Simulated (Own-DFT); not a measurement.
## Calculated data, Si3N4 (beta silicon nitride, atoms displaced), SiC (4H silicon carbide, atoms displaced)

A calculation, not a measurement: plane-wave PBE density functional theory by an unreviewed code, no spin, of a simulated periodic cell, stress positive in tension, free energy of the whole cell less one offset for each atom, forces on such cells passed a denser k mesh, this cell's mesh not checked; offsets are fitted by least squares, one for each functional and potential file, so energies compare only between cells with the same atoms and settings and are not formation energies; the far tail of each file's local potential was reset to the Coulomb form; each entry is a single point on an unrelaxed cell, so the pressure reflects the starting lattice, mostly measured values (interpolated for alloys), from which strain is counted, and rises with the displacements; printed positions are rounded, which can move forces by about a meV/angstrom; the program, named Own-DFT, is a retired in-house code; no spin-orbit coupling. Program: Own-DFT development build.

Common to all runs: functional PBE; potential files PseudoDojo norm-conserving, scalar-relativistic, standard set; wave cutoff 42 hartree; occupations Fermi-Dirac; smearing width 0.1 eV; k mesh 3 x 3 x 3 centred on Gamma.

(1) Si3N4 (beta silicon nitride, atoms displaced)

```
Si3N4
1.0
      7.6060     0.0000     0.0000
     -3.8030     6.5870     0.0000
      0.0000     0.0000     8.7270
Si N Si N Si N
6 8 6 8 6 8
Direct
  0.16959 0.76710 0.08702
  0.23405 0.40313 0.08750
  0.59204 0.82261 0.08604
  0.81668 0.21823 0.25295
  0.77310 0.59253 0.25358
  0.40987 0.17823 0.25317
  0.33023 0.02680 0.08829
  0.98123 0.31881 0.08997
  0.71166 0.67583 0.07172
  0.66525 0.95679 0.24958
  0.04093 0.70489 0.24651
  0.30170 0.32733 0.25475
  0.33197 0.65514 0.08404
  0.67518 0.33990 0.26094
  0.17775 0.77656 0.41142
  0.23152 0.41259 0.41070
  0.60453 0.83141 0.42095
  0.81735 0.22031 0.58776
  0.76308 0.59376 0.59221
  0.41261 0.17698 0.58338
  0.31536 0.01886 0.41769
  0.97173 0.29453 0.42354
  0.70034 0.66574 0.41225
  0.66509 0.95834 0.58345
  0.02472 0.69314 0.58330
  0.30112 0.33779 0.58615
  0.33937 0.67510 0.40864
  0.66502 0.33719 0.59554
  0.17551 0.77967 0.75176
  0.22710 0.40017 0.73598
  0.59869 0.82298 0.76148
  0.81291 0.21933 0.92092
  0.75103 0.60167 0.92639
  0.39553 0.18309 0.91169
  0.34133 0.02980 0.75099
  0.97449 0.29872 0.74495
  0.68993 0.66616 0.74893
  0.65211 0.96633 0.91902
  0.02413 0.69804 0.91330
  0.30265 0.33577 0.92613
  0.33977 0.67342 0.75751
  0.67309 0.33398 0.92257
```

| Quantity | Value |
| --- | --- |
| free energy of cell above offsets | -2.795 eV |
| pressure | 8.35 GPa |
| stress xx | -5.16 GPa |
| stress yy | -9.83 GPa |
| stress zz | -10.07 GPa |
| stress yz | -3.81 GPa |
| stress xz | 5.17 GPa |
| stress xy | 1.82 GPa |

Force:
```tsv
element	x (eV/Å)	y (eV/Å)	z (eV/Å)
Si	2.074	-0.263	-3.634
Si	-0.711	0.225	0.543
Si	-1.147	-1.635	-0.822
Si	1.882	2.189	-0.071
Si	0.792	1.319	-1.313
Si	0.185	-1.257	-0.326
N	-0.05	1.5	-0.893
N	-2.387	-2.971	-0.428
N	-4.732	3.215	10.52
N	0.314	2.341	0.432
N	-3.073	-1.466	1.811
N	-0.059	0.28	-0.581
N	-0.386	2.495	0.231
N	-0.604	-2.277	-0.277
Si	0.112	-4.158	1.915
Si	0.241	0.441	1.653
Si	-0.86	-3.022	-1.277
Si	0.581	1.479	-0.382
Si	1.613	0.262	-2.368
Si	-1.768	-0.764	0.003
N	0.98	5.814	0.477
N	-1.52	-0.954	-1.162
N	-0.396	0.545	1.67
N	0.181	2.019	2.017
N	0.448	1.058	-0.174
N	3.033	-1.742	-3.972
N	-0.082	-0.631	0.576
N	1.086	-1.282	-0.73
Si	0.786	-3.186	-0.126
Si	-1.314	3.561	5.486
Si	-3	-0.21	-2.699
Si	2.176	3.476	-0.156
Si	7.971	-4.874	-9.5
Si	4.07	-1.9	2.108
N	-0.958	2.11	-0.52
N	-2.006	-1.802	1.825
N	0.896	-0.201	1.848
N	1.288	0.324	1.234
N	-0.434	0.736	1.039
N	-0.851	0.099	-3.178
N	-1.089	-1.415	-0.71
N	-3.282	0.522	-0.092
```

(2) Si3N4 (beta silicon nitride, atoms displaced)

```
Si3N4
1.0
      7.6060     0.0000     0.0000
     -3.8030     6.5870     0.0000
      0.0000     0.0000     8.7270
Si N Si N Si N
6 8 6 8 6 8
Direct
  0.17953 0.76945 0.06646
  0.22274 0.41262 0.08707
  0.60491 0.83038 0.07910
  0.84149 0.23937 0.24791
  0.77165 0.58884 0.24973
  0.40625 0.17014 0.25025
  0.32334 0.02572 0.07795
  0.96563 0.29466 0.08231
  0.69584 0.66959 0.08955
  0.65402 0.96095 0.24380
  0.03241 0.70990 0.24260
  0.29811 0.33053 0.25288
  0.32703 0.66797 0.07933
  0.67270 0.33015 0.24378
  0.17738 0.76356 0.41429
  0.24094 0.41678 0.41986
  0.59764 0.83615 0.42230
  0.81798 0.22757 0.59094
  0.77067 0.59173 0.58157
  0.41698 0.16697 0.58578
  0.33010 0.03004 0.40706
  0.97453 0.31011 0.40988
  0.70285 0.66844 0.41823
  0.66775 0.97346 0.58558
  0.03375 0.70616 0.58359
  0.30387 0.32945 0.58297
  0.32958 0.65892 0.41888
  0.67064 0.33832 0.59585
  0.16525 0.76756 0.74625
  0.24000 0.39523 0.74674
  0.58975 0.82154 0.74869
  0.82386 0.21649 0.92402
  0.77655 0.59318 0.90997
  0.41794 0.17661 0.91377
  0.33166 0.02848 0.75847
  0.97809 0.31571 0.74113
  0.70586 0.67123 0.74161
  0.68168 0.97225 0.91361
  0.03758 0.69305 0.92559
  0.31056 0.33437 0.92303
  0.33712 0.66233 0.75343
  0.67304 0.32843 0.91714
```

| Property | Result |
| --- | --- |
| free energy of cell above offsets | -3.963 eV |
| pressure | 7.43 GPa |
| stress xx | -5.31 GPa |
| stress yy | -9.21 GPa |
| stress zz | -7.75 GPa |
| stress yz | -2.13 GPa |
| stress xz | -2.61 GPa |
| stress xy | -1.3 GPa |

Force:
```tsv
element	x (eV/Å)	y (eV/Å)	z (eV/Å)
Si	0.932	2.09	7.213
Si	3.503	-0.684	-0.508
Si	-1.883	-2.107	0.734
Si	-2.77	-2.379	0.834
Si	-0.618	0.901	-0.08
Si	-0.381	1.443	-2.797
N	0.68	1.694	0.222
N	1.203	0.36	-0.25
N	1.843	-0.916	-2.431
N	0.918	2.607	2.096
N	1.084	-0.332	0.662
N	0.199	0.034	-0.526
N	2.637	0.354	0.045
N	-0.85	-0.2	0.572
Si	-1.489	0.444	-1.536
Si	0.363	-3.911	-0.566
Si	0.543	-2.493	-2.847
Si	1.989	2.323	-2.185
Si	-0.28	1.056	-0.903
Si	-2.471	0.504	-1.031
N	0.714	-1.158	3.786
N	0.025	-0.516	2.748
N	-0.767	0.551	-0.132
N	-0.252	-0.428	0.368
N	-0.373	-0.274	-1.172
N	1.751	-1.305	-0.843
N	0.661	4.126	0.347
N	0.176	-1.456	-0.752
Si	3.029	-0.678	2.022
Si	-1.695	1.462	2.088
Si	0.711	-0.364	0.411
Si	0.016	4.142	-3.196
Si	-1.377	-0.33	2.067
Si	-1.744	0.442	2.719
N	0.071	-0.755	-2.719
N	0.322	-1.276	2.735
N	-0.182	0.518	2.004
N	-0.238	-2.891	-0.449
N	-4.181	-1.688	-7.04
N	-0.739	-0.108	-0.974
N	-1.458	0.277	-0.519
N	0.377	0.922	-0.22
```

(3) Si3N4 (beta silicon nitride, atoms displaced)

```
Si3N4
1.0
      7.6060     0.0000     0.0000
     -3.8030     6.5870     0.0000
      0.0000     0.0000     8.7270
Si N Si N Si N
6 8 6 8 6 8
Direct
  0.16585 0.76428 0.08375
  0.22552 0.40124 0.08842
  0.60269 0.82440 0.08290
  0.82147 0.22116 0.24862
  0.76860 0.60547 0.24750
  0.39672 0.18031 0.26134
  0.33699 0.03587 0.08182
  0.97929 0.29795 0.08670
  0.70012 0.67298 0.08978
  0.69111 0.97903 0.26222
  0.02050 0.69381 0.24853
  0.29016 0.32362 0.24381
  0.34478 0.68503 0.08804
  0.66981 0.32502 0.24363
  0.16861 0.77569 0.40398
  0.23530 0.40615 0.42220
  0.59651 0.83038 0.41353
  0.80712 0.21180 0.58231
  0.77478 0.59460 0.58718
  0.39788 0.17207 0.58807
  0.33057 0.03009 0.42139
  0.96088 0.29976 0.41498
  0.70391 0.66027 0.41828
  0.66420 0.97047 0.58363
  0.03532 0.69868 0.58750
  0.31080 0.34076 0.59131
  0.33311 0.65610 0.41455
  0.65963 0.32939 0.58393
  0.16678 0.76306 0.75564
  0.21294 0.39995 0.74638
  0.59507 0.81643 0.75745
  0.81726 0.22513 0.90327
  0.77141 0.58773 0.91250
  0.41183 0.17890 0.91829
  0.34053 0.03402 0.74588
  0.97182 0.29897 0.76128
  0.70541 0.66449 0.74964
  0.66453 0.97955 0.91573
  0.03803 0.70044 0.92279
  0.31394 0.33973 0.91855
  0.33155 0.66613 0.74861
  0.67823 0.33628 0.92983
```

| Item | Value |
| --- | --- |
| free energy of cell above offsets | -2.634 eV |
| pressure | 8.64 GPa |
| stress xx | -8.1 GPa |
| stress yy | -9.7 GPa |
| stress zz | -8.12 GPa |
| stress yz | 2.45 GPa |
| stress xz | -0.16 GPa |
| stress xy | -0.38 GPa |

Force:
```tsv
element	x (eV/Å)	y (eV/Å)	z (eV/Å)
Si	3.09	2.627	1.465
Si	1.397	2.69	-2.757
Si	-2.601	2.381	1.01
Si	0.569	4.392	-0.486
Si	1.263	-4.377	1.683
Si	3.733	-0.52	-3.511
N	-0.946	-1.308	1.633
N	-3.412	-1.559	-1.45
N	1.022	-0.322	-3.452
N	-0.425	-4.413	-3.031
N	0.988	1.111	-0.867
N	0.245	0.45	3.839
N	-0.394	-2.686	0.014
N	-2.953	1.722	0.642
Si	2.368	-2.102	3.515
Si	-1.782	-1.377	-1.107
Si	0.287	-2.634	1.887
Si	0.88	5.356	-0.767
Si	0.55	-1.455	-1.881
Si	1.112	0.951	-0.495
N	-0.732	0.113	-0.416
N	1.993	0.426	2.1
N	-2.07	1.811	0.617
N	0.494	-4.443	1.145
N	-0.731	0.094	-1.265
N	-0.955	-0.706	-1.441
N	-1.262	3.471	-0.334
N	0.78	0.155	0.481
Si	2.514	2.038	-1.327
Si	4.95	2.349	2.292
Si	-1.757	0.567	-1.486
Si	1.095	1.712	5.616
Si	-0.177	0.63	2.231
Si	-0.145	-0.21	0.027
N	-0.775	-1.666	2.601
N	-2.337	-1.329	-4.531
N	-1.002	1.201	1.031
N	0.893	-3.786	0.166
N	-2.834	-1.179	-1.804
N	-1.482	0.424	-0.718
N	0.187	-0.475	0.353
N	-1.636	-0.125	-1.222
```

(4) Si3N4 (beta silicon nitride, atoms displaced)

```
Si3N4
1.0
      7.6060     0.0000     0.0000
     -3.8030     6.5870     0.0000
      0.0000     0.0000     8.7270
Si N Si N Si N
6 8 6 8 6 8
Direct
  0.17999 0.76394 0.07552
  0.24863 0.41388 0.08432
  0.59570 0.82848 0.07697
  0.83060 0.23262 0.24652
  0.76014 0.58196 0.24903
  0.39547 0.17519 0.25317
  0.32117 0.02614 0.07453
  0.97528 0.29757 0.08304
  0.70059 0.67518 0.08499
  0.68503 0.96684 0.24787
  0.02646 0.69233 0.24391
  0.30184 0.32406 0.25010
  0.33319 0.67753 0.08715
  0.65932 0.32257 0.23706
  0.16698 0.76173 0.41781
  0.22614 0.40692 0.40873
  0.59617 0.82742 0.40888
  0.83975 0.22613 0.57599
  0.76664 0.59783 0.57578
  0.41206 0.18606 0.58255
  0.33347 0.03103 0.41679
  0.95281 0.29727 0.40489
  0.70350 0.67331 0.42779
  0.68664 0.97846 0.58620
  0.03519 0.69226 0.57887
  0.30994 0.34049 0.58152
  0.33410 0.67427 0.41918
  0.67079 0.34526 0.58963
  0.18298 0.77591 0.76725
  0.23946 0.40742 0.75553
  0.59648 0.82743 0.75474
  0.83906 0.24278 0.91188
  0.77249 0.58992 0.91933
  0.39924 0.15729 0.91429
  0.33000 0.03220 0.74848
  0.96888 0.31678 0.74488
  0.69533 0.66961 0.75777
  0.65646 0.96364 0.92302
  0.05272 0.69784 0.91385
  0.29432 0.33677 0.91389
  0.33619 0.67213 0.74635
  0.68122 0.34538 0.91529
```

| Quantity | Value |
| --- | --- |
| free energy of cell above offsets | -2.545 eV |
| pressure | 8.84 GPa |
| stress xx | -6.01 GPa |
| stress yy | -7.81 GPa |
| stress zz | -12.7 GPa |
| stress yz | 3.72 GPa |
| stress xz | -0.95 GPa |
| stress xy | 3.12 GPa |

Force:
```tsv
element	x (eV/Å)	y (eV/Å)	z (eV/Å)
Si	-2.895	1.38	3.439
Si	-2.521	0.21	-0.434
Si	0.074	-0.753	3.261
Si	-2.511	-1.719	-3.317
Si	0.472	1.279	0.503
Si	4.03	-3.041	-1.224
N	-0.177	0.158	2.678
N	1.051	0.688	-0.484
N	1.001	-1.292	-0.464
N	-0.647	0.614	-0.788
N	-0.016	0.183	0.298
N	-3.027	2.609	-0.145
N	4.507	-2.674	0.295
N	-0.394	0.404	0.676
Si	0.083	1.557	-1.3
Si	-0.011	0.822	2.101
Si	0.007	0.227	2.42
Si	-3.751	2.184	1.789
Si	2.988	-0.406	5.472
Si	1.233	-0.988	-0.446
N	-0.466	-0.112	0.162
N	4.7	2.243	2.598
N	-1.884	0.644	-5.639
N	-0.46	-2.703	-0.712
N	-1.775	0.194	2.833
N	-1.996	-0.006	-0.396
N	1.234	-1.731	-0.865
N	1.199	-2.396	-0.869
Si	2.002	-0.25	-8.819
Si	-2.569	2.064	-3.732
Si	-0.244	0.042	-1.12
Si	-1.117	-1.471	1.116
Si	-0.631	2.712	-0.635
Si	0.514	4.633	-0.066
N	-0.142	0.397	-0.739
N	2.827	-0.218	0.019
N	1.617	-0.117	-0.878
N	0.565	3.972	-2.973
N	-6.119	-2.92	3.363
N	3.556	-2.249	2.28
N	0.825	-0.35	0.495
N	-1.129	-3.82	0.249
```

(5) SiC (4H silicon carbide, atoms displaced)

```
SiC
1.0
     12.3308     0.0000     0.0000
     -6.1654    10.6788     0.0000
      0.0000     0.0000    10.0681
Si C Si C Si C Si C Si C Si C Si C Si C Si C Si C Si C Si C Si C Si C Si C Si C Si C Si C Si C Si C Si C Si C Si C Si C Si C Si C Si C Si C Si C Si C Si C Si C
2 2 2 2 2 2 2 2 2 2 2 2 2 2 2 2 2 2 2 2 2 2 2 2 2 2 2 2 2 2 2 2 2 2 2 2 2 2 2 2 2 2 2 2 2 2 2 2 2 2 2 2 2 2 2 2 2 2 2 2 2 2 2 2
Direct
  0.98517 0.98132 0.40340
  0.08478 0.16567 0.16104
  0.99464 0.01380 0.09548
  0.07711 0.16371 0.34068
  0.97790 0.25472 0.39277
  0.08025 0.42674 0.16734
  0.98095 0.23236 0.09628
  0.08454 0.41118 0.33367
  0.99718 0.49254 0.40848
  0.07284 0.65566 0.14952
  0.00402 0.49808 0.09061
  0.07901 0.67359 0.35948
  0.02514 0.76421 0.39119
  0.08276 0.90375 0.15603
  0.99775 0.75692 0.07426
  0.09566 0.91647 0.34837
  0.24527 0.99331 0.38944
  0.33488 0.16574 0.15168
  0.24084 0.99429 0.09550
  0.32248 0.15727 0.34388
  0.24109 0.24994 0.40259
  0.31929 0.41593 0.14955
  0.25726 0.26674 0.08870
  0.34073 0.41806 0.34036
  0.25697 0.51026 0.42279
  0.33793 0.66168 0.15130
  0.23686 0.50011 0.10233
  0.35526 0.67626 0.33338
  0.25118 0.74980 0.40808
  0.33593 0.91919 0.15535
  0.24637 0.74696 0.08743
  0.32916 0.92264 0.34283
  0.48187 0.99667 0.41277
  0.58717 0.17230 0.17085
  0.49602 0.00251 0.09420
  0.57128 0.16116 0.34288
  0.50759 0.25451 0.39708
  0.57130 0.41350 0.15376
  0.51652 0.26083 0.10633
  0.59490 0.42227 0.33402
  0.50504 0.51457 0.41051
  0.59023 0.66732 0.15325
  0.50743 0.48966 0.10864
  0.58194 0.67464 0.34543
  0.49685 0.74799 0.41695
  0.57776 0.91135 0.15964
  0.49682 0.74358 0.09395
  0.57330 0.90680 0.32776
  0.76212 0.01058 0.40912
  0.84073 0.16710 0.16563
  0.77746 0.99811 0.08662
  0.82878 0.16664 0.33794
  0.73962 0.24845 0.41343
  0.83939 0.42116 0.15263
  0.76974 0.25243 0.08069
  0.82264 0.42393 0.34004
  0.75957 0.51287 0.40695
  0.84105 0.67728 0.16627
  0.74933 0.49459 0.09861
  0.82487 0.65812 0.33731
  0.75250 0.74717 0.40982
  0.84081 0.91484 0.16245
  0.76111 0.75907 0.08641
  0.81203 0.88963 0.32879
  0.00015 0.98505 0.90250
  0.92747 0.82858 0.66364
  0.00997 0.00174 0.58309
  0.90954 0.82606 0.84398
  0.00446 0.74011 0.90661
  0.91342 0.58212 0.65889
  0.99550 0.76539 0.59128
  0.90351 0.59134 0.83813
  0.00346 0.50041 0.90414
  0.93126 0.34131 0.64183
  0.00106 0.49882 0.58777
  0.91312 0.32760 0.83941
  0.99981 0.25424 0.90989
  0.91452 0.08885 0.67326
  0.98770 0.23450 0.58400
  0.91931 0.06630 0.85620
  0.75655 0.00835 0.89045
  0.68069 0.83456 0.65232
  0.75401 0.99823 0.61204
  0.66787 0.82795 0.84580
  0.73764 0.75060 0.90790
  0.66824 0.59162 0.64349
  0.72959 0.73175 0.59026
  0.68015 0.59089 0.85010
  0.74580 0.48858 0.90071
  0.67207 0.33070 0.65759
  0.73982 0.50274 0.58434
  0.67338 0.33366 0.84826
  0.76131 0.26346 0.91583
  0.66608 0.08826 0.65375
  0.73626 0.24510 0.58814
  0.66777 0.09101 0.84867
  0.49622 0.98508 0.90766
  0.42023 0.84642 0.64139
  0.50386 0.98295 0.59305
  0.41765 0.83729 0.86453
  0.51158 0.75714 0.90806
  0.40542 0.56990 0.65176
  0.48532 0.75683 0.59222
  0.41174 0.57830 0.84886
  0.51308 0.50842 0.91197
  0.41648 0.33328 0.65721
  0.51606 0.50050 0.60359
  0.40848 0.33970 0.84399
  0.49639 0.26402 0.89827
  0.42621 0.08643 0.65559
  0.50244 0.24711 0.58145
  0.42070 0.09110 0.84739
  0.24750 0.98672 0.88537
  0.16018 0.83625 0.65018
  0.26799 0.01171 0.58524
  0.17066 0.84809 0.83346
  0.24123 0.74230 0.91002
  0.16969 0.59603 0.65848
  0.25150 0.75250 0.60506
  0.17530 0.58637 0.85251
  0.24119 0.49406 0.89699
  0.16726 0.32910 0.65107
  0.24648 0.49918 0.60867
  0.18673 0.35879 0.84125
  0.22877 0.24126 0.91593
  0.16197 0.09401 0.65612
  0.26146 0.25307 0.58505
  0.15368 0.08599 0.84109
```

| Property | Result |
| --- | --- |
| hardware | one NVIDIA H200 |
| free energy of cell above offsets | 23.711 eV |
| pressure | 11.54 GPa |
| stress xx | -8.3 GPa |
| stress yy | -15.57 GPa |
| stress zz | -10.76 GPa |
| stress yz | -0.19 GPa |
| stress xz | 0.26 GPa |
| stress xy | 0.9 GPa |
| wall time | 570.1 s |

Force:
```tsv
element	x (eV/Å)	y (eV/Å)	z (eV/Å)
Si	0.999	2.448	-0.808
Si	-0.781	1.718	-0.904
C	4.661	-3.771	-0.828
C	-1.394	-0.491	1.348
Si	6.984	-0.805	2.233
Si	1.843	-3.175	-4.271
C	6.102	5.875	-1.496
C	-1.227	2.293	5.708
Si	-1.482	1.454	-2.074
Si	0.924	3.627	0.883
C	-2.424	0.571	-0.346
C	7.244	-6.169	-3.653
Si	-8.432	-0.674	4.88
Si	-1.608	3.86	-0.163
C	1.34	-2.674	5.206
C	-6.042	-0.439	-3.578
Si	1.993	5.187	4.607
Si	-0.175	0.509	0.76
C	1.925	1.021	-2.053
C	0.524	2.582	-1.376
Si	2.066	-0.332	-0.857
Si	2.523	3.113	2.415
C	-0.26	-5.088	0.994
C	-2.285	0.203	1.361
Si	0.878	-1.33	-3.375
Si	-1.908	0.942	-0.179
C	1.803	-0.466	-2.378
C	-5.719	-2.726	1.646
Si	0.74	0.532	-0.633
Si	-0.995	-0.857	-0.782
C	-0.325	-0.025	2.941
C	1.807	-3.597	-0.762
Si	4.031	0.119	-1.955
Si	1.296	-1.116	-4.909
C	1.739	0.449	0.415
C	2.621	-0.4	2.494
Si	-3.53	1.048	0.545
Si	9.245	-1.112	3.963
C	-2.591	-3.644	-3.202
C	-1.724	0.099	2.556
Si	1.88	-2.87	-1.072
Si	-0.32	-0.165	1.217
C	-9.717	6.556	-5.065
C	1.671	-0.769	0.228
Si	2.237	2.914	-1.795
Si	1.349	1.028	-4.005
C	1.759	0.55	-1.075
C	0.067	2.29	6.825
Si	-1.838	-4.08	-0.249
Si	-3.93	-3.718	-3.884
C	-6.686	1.361	0.15
C	-3.416	-0.332	2.214
Si	-0.568	0.698	-3.436
Si	-1.609	-1.515	0.153
C	-2.138	0.022	6.95
C	5.052	-2.541	0.724
Si	-2.451	-3.628	-0.514
Si	-1.214	-2.704	-4.948
C	-0.179	1.486	-1.861
C	1.521	5.359	1.72
Si	-1.647	-2.943	-0.55
Si	-0.43	-0.177	-3.846
C	-0.637	-1.923	1.938
C	1.329	5.286	4.979
Si	-1.506	0.421	2.466
Si	-7.925	4.639	2.269
C	-2.965	-1.324	1.67
C	1.142	-0.457	0.16
Si	-2.578	3.259	-3.269
Si	-1.376	0.903	-2.357
C	8.161	-6.033	-4.103
C	4.562	-2.647	0.236
Si	-0.662	-0.352	-0.716
Si	-1.914	-3.234	2.732
C	-0.01	2.097	1.504
C	1.278	2.4	-1.36
Si	1.032	-1.438	0.617
Si	2.659	-2.336	-1.349
C	0.624	3.783	0.08
C	-1.508	4.372	-2.876
Si	-0.454	-1.863	3.689
Si	-3.975	-1.336	1.6
C	-0.744	1.53	-2.982
C	-2.202	3.28	-2.72
Si	5.873	-1.002	0.656
Si	2.855	-5.353	6.167
C	2.497	8.722	-2.452
C	-1.905	-1.745	-1.67
Si	-1.355	3.814	3.297
Si	-3.772	1.747	-0.203
C	3.687	-0.556	2.173
C	-1.575	-1.183	-2.15
Si	-1.308	-3.329	-3.853
Si	0.957	-2.169	2.046
C	3.886	0.774	0.641
C	0.471	-0.579	-1.182
Si	-0.881	7.704	1.871
Si	-1.481	-9.111	6.814
C	-1.164	11.53	-2.912
C	-0.162	-5.309	-4.01
Si	-3.06	-2.468	-0.278
Si	3.196	3.522	2.799
C	4.522	-3.009	0.989
C	0.924	1.741	-0.248
Si	-1.702	-1.11	-0.294
Si	2.065	0.146	-0.198
C	-6.461	-1.988	-2.556
C	0.832	-0.721	0.204
Si	1.997	-2.28	1.962
Si	-0.735	-0.061	0.286
C	0.434	0.927	2.414
C	0.293	-1.127	-1.014
Si	-0.382	10.55	5.122
Si	1.229	2.064	-0.701
C	-2.588	-2.318	0.472
C	-0.05	-11	-1.426
Si	1.708	3.646	-0.784
Si	0.893	-2.706	1.224
C	-1.398	1.263	-2.536
C	-3.789	-0.5	-2.81
Si	2.21	8.743	5.682
Si	-0.255	-0.143	0.298
C	-2.058	-0.517	-2.579
C	-1.662	-12.82	-3.055
Si	2.238	2.685	-2.386
Si	3.268	-1.15	-1.007
C	-3.136	0.39	1.052
C	2.737	-0.315	-0.324
```
